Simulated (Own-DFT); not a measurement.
# PBE against PBEsol on the same cells

All numbers below are calculated, not measured. They come from Own-DFT, an in-house plane-wave density functional program, since retired, whose code no person has reviewed. Each row is one single-point run on a periodic cell that was not relaxed, without spin or spin-orbit coupling.

Known limits, some of them of some rows only: not probed for a lower state with spin; hafnium file: forces about 75 meV/angstrom off all-electron values; oxygen file: force components 24 meV/angstrom off all-electron in a glass; forces on such cells failed a check on a denser k mesh; forces on such cells moved up to 12 meV/angstrom on a denser k mesh; forces on such cells passed a denser k mesh, each cell not checked; stress not checked against mesh or cutoff.

Each cell was run twice at the same cutoff, k mesh and smearing, with PBE and with PBEsol, on PseudoDojo norm-conserving files made for PBE. Atoms were moved at random from their sites; u is the rms move along one axis. Files made for PBEsol would give a somewhat different change.

```
                                                        cell  atoms  volume (Å³/atom)  u (Å)  cutoff (hartree)  P with PBE (GPa)  P with PBEsol (GPa)  change (GPa)
                                        C49 TiSi2 (Si40Ti20)     60             14.24  0.054                42              3.35                 0.05         -3.30
                                        C49 TiSi2 (Si40Ti20)     60             14.16  0.050                42              3.57                 0.25         -3.32
                                        C49 TiSi2 (Si40Ti20)     60             13.79  0.050                42              8.54                 5.11         -3.44
                D0_22 TiAl3 with two Al vacancies (Al28Ti10)     38             16.46  0.074                42              2.82                 0.99         -1.84
                D0_22 TiAl3 with two Al vacancies (Al28Ti10)     38             16.46  0.027                42              1.14                -0.70         -1.84
                D0_22 TiAl3 with two Al vacancies (Al28Ti10)     38             16.46  0.030                42              1.19                -0.64         -1.83
diamond-structure SiGe with randomly placed atoms (Ge48Si16)     64             21.97  0.033                42              3.34                 0.64         -2.70
diamond-structure SiGe with randomly placed atoms (Ge48Si16)     64             21.97  0.026                42              3.31                 0.60         -2.71
diamond-structure SiGe with randomly placed atoms (Ge48Si16)     64             21.97  0.027                42              3.34                 0.63         -2.71
                monoclinic HfO2 with one O vacancy (Hf32O63)     95             11.65  0.030                72              3.93                -2.46         -6.39
                monoclinic HfO2 with one O vacancy (Hf32O63)     95             11.65  0.047                72              5.15                -1.24         -6.39
                monoclinic HfO2 with one O vacancy (Hf32O63)     95             11.65  0.051                72              5.74                    ?             ?
```

## Worked reading

Mean change of pressure by composition, in GPa: Hf32O63, -6.39; Si2Ti, -3.35; Ge3Si, -2.71; Al14Ti5, -1.83. At a fixed cell PBEsol gives the lower pressure, because it favours a smaller volume than PBE. Here the change varies more between materials than between cells of one material.

## Withheld value

Question: what PBEsol pressure should the Hf32O63 cell with the blank give?

Adding the mean change of the cells with its composition, -6.39 GPa, to 5.74 gives -0.6 GPa. The calculation gave -0.65 GPa.
